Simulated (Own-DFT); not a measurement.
# Computed records: GaP (zincblende, atoms displaced)

A calculation, not a measurement: plane-wave PBE density functional theory by an unreviewed code, no spin, of a simulated periodic cell, stress positive in tension, free energy of the whole cell less one offset for each atom, forces on such cells passed a denser k mesh, this cell's mesh not checked; offsets are fitted by least squares, one for each functional and potential file, so energies compare only between cells with the same atoms and settings and are not formation energies; the far tail of each file's local potential was reset to the Coulomb form; each entry is a single point on an unrelaxed cell, so the pressure reflects the starting lattice, mostly measured values (interpolated for alloys), from which strain is counted, and rises with the displacements; printed positions are rounded, which can move forces by about a meV/angstrom; the program, named Own-DFT, is a retired in-house code; no spin-orbit coupling. Program: Own-DFT development build.

Settings shared by all entries: functional PBE; potential files PseudoDojo norm-conserving, scalar-relativistic, standard set; wave cutoff 42 hartree; occupations Fermi-Dirac; smearing width 0.1 eV; k mesh 3 x 3 x 3 centred on Gamma.

(1) 
```xyz
64
Lattice="10.9010 0.0000 0.0000 0.0000 10.9010 0.0000 0.0000 0.0000 10.9010" Properties=species:S:1:pos:R:3:force_x:R:1:force_y:R:1:force_z:R:1 formula=GaP free_energy_of_cell_above_offsets=-35.734 pressure=2.71 stress_xx=-2.71 stress_yy=-2.7 stress_zz=-2.72 stress_yz=-0.08 stress_xz=-0.34 stress_xy=0.01
Ga     0.0032    10.8996    10.8945     -0.203       0.13      0.137
Ga     0.0130     2.7558     2.7244     -0.209     -0.273     -0.427
Ga     2.7403     0.0375     2.7254     -0.243     -0.471      0.045
Ga     2.7327     2.7304    10.8624      0.034      0.056      0.597
P      1.3760     1.3473     1.3447     -0.097      0.431      0.107
P      1.3396     4.0986     4.0635      0.474      0.185      0.291
P      4.1129     1.3586     4.0845     -0.392      0.214      0.128
P      4.1168     4.1020     1.3713     -0.241     -0.291     -0.063
Ga     0.0512     0.0044     5.4780     -0.666     -0.049     -0.366
Ga     0.0609     2.7059     8.1800      -0.55      0.219     -0.269
Ga     2.7534    10.8909     8.1925     -0.328      -0.07     -0.124
Ga     2.7344     2.7476     5.4464     -0.153     -0.098     -0.123
P      1.3658     1.3567     6.8072      0.585      0.021      0.116
P      1.3637     4.0666     9.5316      0.025      0.381      0.055
P      4.0753     1.3529     9.5543      0.335      0.163     -0.293
P      4.0901     4.0768     6.8393     -0.099      0.366     -0.296
Ga    10.8915     5.4568    10.8839      0.036     -0.129     -0.018
Ga    10.8920     8.1952     2.7395      0.039     -0.733     -0.378
Ga     2.7543     5.4772     2.7327     -0.411     -0.532     -0.336
Ga     2.7461     8.1941    10.8577     -0.239     -0.146      0.451
P      1.3837     6.7653     1.3288     -0.074      0.739      0.269
P      1.3197     9.5133     4.0823      0.829      0.446      0.083
P      4.0678     6.7738     4.0859      0.317      0.633      0.188
P      4.0884     9.5580     1.3472      0.007      -0.26       0.26
Ga    10.8945     5.4705     5.4424     -0.199     -0.393      0.114
Ga     0.0226     8.1676     8.1584     -0.078      0.017      0.125
Ga     2.7351     5.4529     8.2023      -0.15     -0.069     -0.185
Ga     2.7212     8.1707     5.4529     -0.074     -0.013     -0.074
P      1.3578     6.7913     6.8049      0.293      0.061      0.172
P      1.3393     9.5417     9.5562      0.297     -0.044     -0.445
P      4.0939     6.7903     9.5613      0.139      0.434     -0.474
P      4.1012     9.5263     6.8136     -0.174      0.081     -0.032
Ga     5.4457     0.0099    10.9001      0.171      0.016       0.12
Ga     5.4597     2.6991     2.7322     -0.157      0.189     -0.288
Ga     8.1803    10.8982     2.7241       0.08      0.037     -0.113
Ga     8.1665     2.7505    10.8820      0.259     -0.149      0.256
P      6.8081     1.3893     1.3538      0.224      -0.32     -0.058
P      6.7942     4.0687     4.0565     -0.169      0.296      0.345
P      9.5492     1.3875     4.0740       0.02     -0.249      0.254
P      9.5237     4.1248     1.3483      0.057     -0.279      0.096
Ga     5.4278     0.0117     5.4423      0.347     -0.156       0.22
Ga     5.4330     2.7634     8.1896       0.19     -0.522      0.104
Ga     8.1933     0.0055     8.1844      0.169      -0.01       -0.1
Ga     8.1446     2.7498     5.4213       0.22     -0.335      0.266
P      6.7940     1.3661     6.8291      0.063      0.029     -0.135
P      6.8485     4.0727     9.5172     -0.528      0.619      0.143
P      9.5656     1.4063     9.5397      -0.14     -0.397      0.029
P      9.5194     4.0742     6.8175      0.412          0     -0.124
Ga     5.4463     5.4802     0.0137      0.374     -0.505     -0.125
Ga     5.4553     8.1456     2.7168     -0.235      0.302      0.054
Ga     8.1322     5.4336     2.7253      0.339      0.303     -0.063
Ga     8.1596     8.1577    10.8778      0.529      0.105      0.348
P      6.8160     6.8350     1.3425      0.025     -0.257      0.208
P      6.8013     9.5361     4.0894     -0.037      0.053     -0.087
P      9.5233     6.8093     4.1048     -0.157      0.038     -0.344
P      9.5643     9.5169     1.3573     -0.435      0.171     -0.121
Ga     5.4435     5.4583     5.4476      0.041      -0.29      0.037
Ga     5.4700     8.1911     8.1726      0.017     -0.118      0.312
Ga     8.1829     5.4604     8.1521      0.006      0.069      0.051
Ga     8.1543     8.1758     5.4505      0.231      0.132     -0.133
P      6.8042     6.8334     6.7863     -0.005     -0.244      0.293
P      6.8521     9.5427     9.5860     -0.443      0.191     -0.585
P      9.5469     6.8280     9.5333     -0.071     -0.131     -0.217
P      9.5623     9.5058     6.7987     -0.227      0.407      0.119
```

Units: free_energy_of_cell_above_offsets in eV; pressure, stress_xx, stress_yy, stress_zz, stress_yz, stress_xz, stress_xy in GPa; force_x, force_y, force_z in eV/Å.

(2) 
```xyz
64
Lattice="10.9010 0.0000 0.0000 0.0000 10.9010 0.0000 0.0000 0.0000 10.9010" Properties=species:S:1:pos:R:3:force_x:R:1:force_y:R:1:force_z:R:1 formula=GaP free_energy_of_cell_above_offsets=-35.755 pressure=2.72 stress_xx=-2.73 stress_yy=-2.72 stress_zz=-2.71 stress_yz=-0.05 stress_xz=0.22 stress_xy=-0.05
Ga     0.0079    10.8956     0.0133     -0.205      0.226     -0.176
Ga     0.0232     2.7325     2.7356     -0.365      -0.25     -0.218
Ga     2.7031    10.8753     2.7669      0.323      0.368     -0.568
Ga     2.7652     2.6774     0.0339     -0.172      0.476     -0.314
P      1.3648     1.3591     1.3462      0.063     -0.159      0.422
P      1.3458     4.0748     4.0746      0.291      0.108      0.489
P      4.0860     1.3528     4.0827      0.059      0.292     -0.059
P      4.1073     4.0876     1.3649     -0.058      0.103     -0.158
Ga    10.8909    10.8810     5.4069      0.275      0.113      0.638
Ga    10.8840     2.7229     8.1659      0.131      0.165      0.072
Ga     2.6995    10.9006     8.1816      0.325      0.054       0.22
Ga     2.7254     2.7082     5.4779     -0.043      0.031     -0.478
P      1.3984     1.3763     6.8396     -0.762      -0.32     -0.322
P      1.3716     4.0913     9.5431      0.201      -0.37     -0.039
P      4.1117     1.3807     9.5384     -0.152      -0.43     -0.033
P      4.0644     4.0568     6.8140      0.335       0.52     -0.148
Ga     0.0219     5.4194    10.8908     -0.115      0.363      0.106
Ga     0.0050     8.1988     2.7280     -0.077     -0.198     -0.008
Ga     2.7148     5.4094     2.7132      0.183      0.245      0.198
Ga     2.7258     8.1866     0.0067     -0.028     -0.141      0.037
P      1.3639     6.7976     1.3845     -0.008      0.167      -0.25
P      1.3966     9.5326     4.0875     -0.492     -0.238      0.163
P      4.0879     6.8072     4.1109      0.085     -0.221     -0.593
P      4.1000     9.5292     1.3853     -0.281       0.17       -0.1
Ga    10.8887     5.4706     5.4432       0.11     -0.089     -0.156
Ga     0.0121     8.1880     8.1872     -0.281      -0.25     -0.195
Ga     2.7244     5.4453     8.1572     -0.141      0.086      0.032
Ga     2.7388     8.1437     5.4076      0.105      0.494      0.618
P      1.3573     6.8323     6.7827      0.045     -0.108      0.253
P      1.3321     9.5353     9.5413      0.371      0.093       0.13
P      4.0869     6.8347     9.5038     -0.276     -0.527      0.613
P      4.0923     9.5889     6.8107     -0.111     -0.654     -0.066
Ga     5.4486     0.0026     0.0245      -0.01     -0.025     -0.167
Ga     5.4704     2.7592     2.7221     -0.182     -0.348      0.084
Ga     8.1574    10.8734     2.7126       0.13      0.567       0.03
Ga     8.1781     2.7247    10.8930      0.057       0.17      0.245
P      6.8075     1.3742     1.3538      0.145      0.005       0.19
P      6.8020     4.1122     4.0787      0.125     -0.312       0.42
P      9.5414     1.3481     4.0999     -0.182      0.136     -0.386
P      9.5571     4.1071     1.3689     -0.358     -0.178      0.098
Ga     5.4636    10.8964     5.4205     -0.289      0.075      0.076
Ga     5.4410     2.7413     8.1630      0.096     -0.226     -0.025
Ga     8.1924     0.0032     8.1654      -0.35     -0.014      0.197
Ga     8.1639     2.7002     5.4667     -0.005      0.222     -0.123
P      6.7829     1.3330     6.7979      0.244      0.287      0.245
P      6.8036     4.0692     9.5340      0.027       0.23      0.075
P      9.5218     1.3748     9.5455      0.264     -0.205     -0.107
P      9.5472     4.1065     6.7859     -0.295     -0.118      0.329
Ga     5.4835     5.4742     0.0164     -0.368     -0.104     -0.308
Ga     5.4567     8.1841     2.7334     -0.177     -0.175      0.089
Ga     8.1433     5.4634     2.7507      0.264     -0.074     -0.415
Ga     8.1951     8.1828    10.8680     -0.173      0.106      0.559
P      6.7984     6.8268     1.3760      0.405      0.165      -0.11
P      6.7993     9.5647     4.0616      0.243     -0.488      0.327
P      9.5165     6.8084     4.0816      0.203      0.312     -0.015
P      9.5409     9.5705     1.3741     -0.012     -0.432     -0.183
Ga     5.4534     5.4719     5.4552     -0.057     -0.236       0.25
Ga     5.4158     8.1507     8.2002      0.429      0.638     -0.492
Ga     8.1454     5.4561     8.1889      0.362     -0.048      -0.07
Ga     8.1853     8.1821     5.4552      -0.22      0.061     -0.219
P      6.8270     6.8282     6.8145     -0.287      0.009       0.07
P      6.8118     9.5321     9.5603     -0.084      0.144     -0.312
P      9.5330     6.8270     9.5628      0.288     -0.383      -0.34
P      9.5172     9.5293     6.8204      0.434      0.122     -0.123
```

Units: free_energy_of_cell_above_offsets in eV; pressure, stress_xx, stress_yy, stress_zz, stress_yz, stress_xz, stress_xy in GPa; force_x, force_y, force_z in eV/Å.

(3) 
```xyz
64
Lattice="10.9010 0.0000 0.0000 0.0000 10.9010 0.0000 0.0000 0.0000 10.9010" Properties=species:S:1:pos:R:3:force_x:R:1:force_y:R:1:force_z:R:1 formula=GaP free_energy_of_cell_above_offsets=-35.743 pressure=2.7 stress_xx=-2.69 stress_yy=-2.71 stress_zz=-2.7 stress_yz=0.22 stress_xz=0.03 stress_xy=0.08
Ga    10.8790     0.0088     0.0295      0.237     -0.101     -0.196
Ga    10.8878     2.6919     2.7034      0.287      0.426      0.204
Ga     2.7585     0.0064     2.7344     -0.158     -0.552     -0.006
Ga     2.7246     2.7137    10.8905     -0.236      0.226      0.262
P      1.3844     1.3284     1.3874     -0.072      0.283     -0.267
P      1.3814     4.1082     4.1072     -0.634     -0.279     -0.223
P      4.0699     1.3454     4.1025      0.509      0.292     -0.336
P      4.1179     4.0808     1.3277     -0.416      0.174      0.524
Ga     0.0043    10.8920     5.4337      0.099       0.18      0.176
Ga     0.0037     2.7144     8.1874      0.125      0.234     -0.147
Ga     2.7415    10.8633     8.1941     -0.375      0.577      0.171
Ga     2.7138     2.6943     5.3961       0.02      0.331      0.676
P      1.3670     1.3685     6.8158      0.011     -0.239      0.014
P      1.3556     4.1131     9.5518       0.16     -0.284     -0.195
P      4.0830     1.4031     9.5464      0.116     -0.437     -0.426
P      4.0858     4.0693     6.8281     -0.144      0.063     -0.381
Ga    10.8954     5.4392    10.8938      0.049      0.074      0.134
Ga    10.8911     8.1498     2.7113       0.37      0.228      0.192
Ga     2.7126     5.4557     2.7564       0.27     -0.167     -0.486
Ga     2.7193     8.1464     0.0055      0.334      0.168     -0.096
P      1.3626     6.7973     1.3470     -0.036     -0.081      0.243
P      1.3701     9.5352     4.1149      0.146     -0.224      -0.45
P      4.0946     6.8170     4.0893     -0.092     -0.099     -0.082
P      4.1317     9.5137     1.3788     -0.379      0.257     -0.382
Ga    10.8492     5.4576     5.4530       0.38      -0.16      0.206
Ga    10.8893     8.1639     8.2047       0.23      0.199     -0.369
Ga     2.7403     5.4739     8.1879     -0.187     -0.361     -0.263
Ga     2.7580     8.1510     5.4594     -0.422      0.157     -0.082
P      1.3790     6.8090     6.8038      -0.31     -0.053      0.176
P      1.3659     9.5387     9.5638     -0.162     -0.021      0.024
P      4.1192     6.7938     9.5026      -0.24      0.425      0.469
P      4.0323     9.5318     6.8377      0.706      0.026     -0.303
Ga     5.4496     0.0241    10.8675     -0.118     -0.165      0.265
Ga     5.4719     2.7559     2.7481     -0.379     -0.335     -0.232
Ga     8.1479     0.0184     2.7143      0.183     -0.448      0.017
Ga     8.1551     2.7325     0.0280      0.168     -0.012     -0.212
P      6.7920     1.3608     1.3644      0.023      0.077      0.048
P      6.8069     4.0877     4.0830      0.157      0.168      0.277
P      9.5362     1.3512     4.0779      0.041     -0.044     -0.085
P      9.5401     4.1089     1.3619      -0.01     -0.289      0.107
Ga     5.4231     0.0147     5.4639      0.282     -0.368      0.155
Ga     5.4752     2.7396     8.1630      0.005     -0.013      0.121
Ga     8.1532    10.8956     8.1948      0.572     -0.099     -0.304
Ga     8.1707     2.6932     5.4198       0.02      0.241      0.171
P      6.8416     1.3575     6.8210     -0.385     -0.001     -0.082
P      6.7908     4.1019     9.5734      0.327     -0.021       -0.3
P      9.5529     1.3702     9.5333     -0.334     -0.061      0.286
P      9.5042     4.0678     6.8267       0.26     -0.096     -0.235
Ga     5.4440     5.4795    10.9006      0.288      0.028      0.215
Ga     5.4351     8.1552     2.7329      0.586      0.176       0.15
Ga     8.1809     5.4482     2.7387      0.147     -0.019      0.109
Ga     8.1870     8.1554     0.0048     -0.021      0.173     -0.075
P      6.8609     6.8197     1.3913     -0.561     -0.091     -0.214
P      6.8409     9.5171     4.1208     -0.462      0.231     -0.211
P      9.5362     6.8345     4.1001     -0.065     -0.278     -0.211
P      9.5552     9.5066     1.3530      -0.36      0.355      0.223
Ga     5.4306     5.4650     5.4422      0.025     -0.366      0.183
Ga     5.4338     8.1944     8.1717      0.327     -0.009     -0.128
Ga     8.1953     5.4433     8.1780     -0.466      0.017      0.088
Ga     8.1959     8.1634     5.4706     -0.261     -0.028      -0.05
P      6.7997     6.8030     6.7900      0.161       0.13      0.373
P      6.8272     9.5508     9.5461     -0.193     -0.327      0.024
P      9.5442     6.7982     9.5488     -0.122      0.047     -0.113
P      9.5469     9.5271     6.7624     -0.022      0.164      0.857
```

Units: free_energy_of_cell_above_offsets in eV; pressure, stress_xx, stress_yy, stress_zz, stress_yz, stress_xz, stress_xy in GPa; force_x, force_y, force_z in eV/Å.
